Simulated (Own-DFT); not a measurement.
# Which defects push the lattice out? zincblende GaP

Source: density functional calculations with Own-DFT, an unreviewed in-house program that is no longer used. Nothing was measured or relaxed, and spin and spin-orbit coupling are left out.

Method: PBE; PseudoDojo norm-conserving scalar-relativistic files; cutoff 42 hartree; 2 x 3 x 3 k mesh centred on Gamma; Fermi-Dirac smearing of 0.1 eV.

Limits (not all hold for every row): not probed for a lower state with spin; forces on such cells failed a check on a denser k mesh; forces on such cells passed a denser k mesh, each cell not checked; stress not checked against mesh or cutoff.

All runs share one cell, with vectors in Å (16.352, 0.000, 0.000); (0.000, 10.901, 0.000); (0.000, 0.000, 10.901) and a volume of 1943.1 Å³. The atoms are randomly displaced, by u rms on each axis. The defect's site can differ from row to row.

```
cell,formula,u (Å),P (GPa)
no defect,Ga48P48,0.0187,2.70
no defect,Ga48P48,0.0201,2.72
no defect,Ga48P48,0.0509,3.18
one P on a Ga site,Ga47P49,0.0301,2.94
one P on a Ga site,Ga47P49,0.0305,2.96
one P on a Ga site,Ga47P49,0.0470,3.26
one Ga on a P site,Ga49P47,0.0283,3.15
one Ga on a P site,Ga49P47,0.0318,3.20
one Ga on a P site,Ga49P47,0.0521,3.63
two P on a Ga site each,Ga46P50,0.0298,2.95
two P on a Ga site each,Ga46P50,0.0483,3.29
two P on a Ga site each,Ga46P50,0.0491,3.24
one Ga on a P site and one P on a Ga site,Ga48P48,0.0289,2.93
one Ga on a P site and one P on a Ga site,Ga48P48,0.0293,2.91
one Ga on a P site and one P on a Ga site,Ga48P48,0.0467,3.26
one Ga on a P site and one P on a Ga site,Ga48P48,0.0484,?
```

## What the rows give

P = P0 + c u² + a shift for each defect gives P0 = 2.61 GPa, c = 229 ± 8 GPa/Å² and a scatter of 0.03 GPa. The shifts, and each times the cell's volume:

- one Ga on a P site: 0.37 ± 0.02 GPa, 4.4 eV
- one P on a Ga site: 0.13 ± 0.02 GPa, 1.6 eV
- one Ga on a P site and one P on a Ga site: 0.13 ± 0.02 GPa, 1.5 eV
- two P on a Ga site each: 0.11 ± 0.02 GPa, 1.4 eV (0.7 eV for each of its 2 sites)

Against the defect-free cell, a freed cell would be larger where the shift is positive and smaller where it is negative (160.2 GPa Å³ is 1 eV). The atoms around the defects weren't relaxed, which would change these numbers.

## Prediction

Asked: what pressure belongs in the blank (one Ga on a P site and one P on a Ga site, u = 0.0484 Å)?

The fitted form gives 3.27 ± 0.03 GPa. The calculation gave 3.41 GPa. This run lies off the fit, by chance or by something that the fit leaves out.
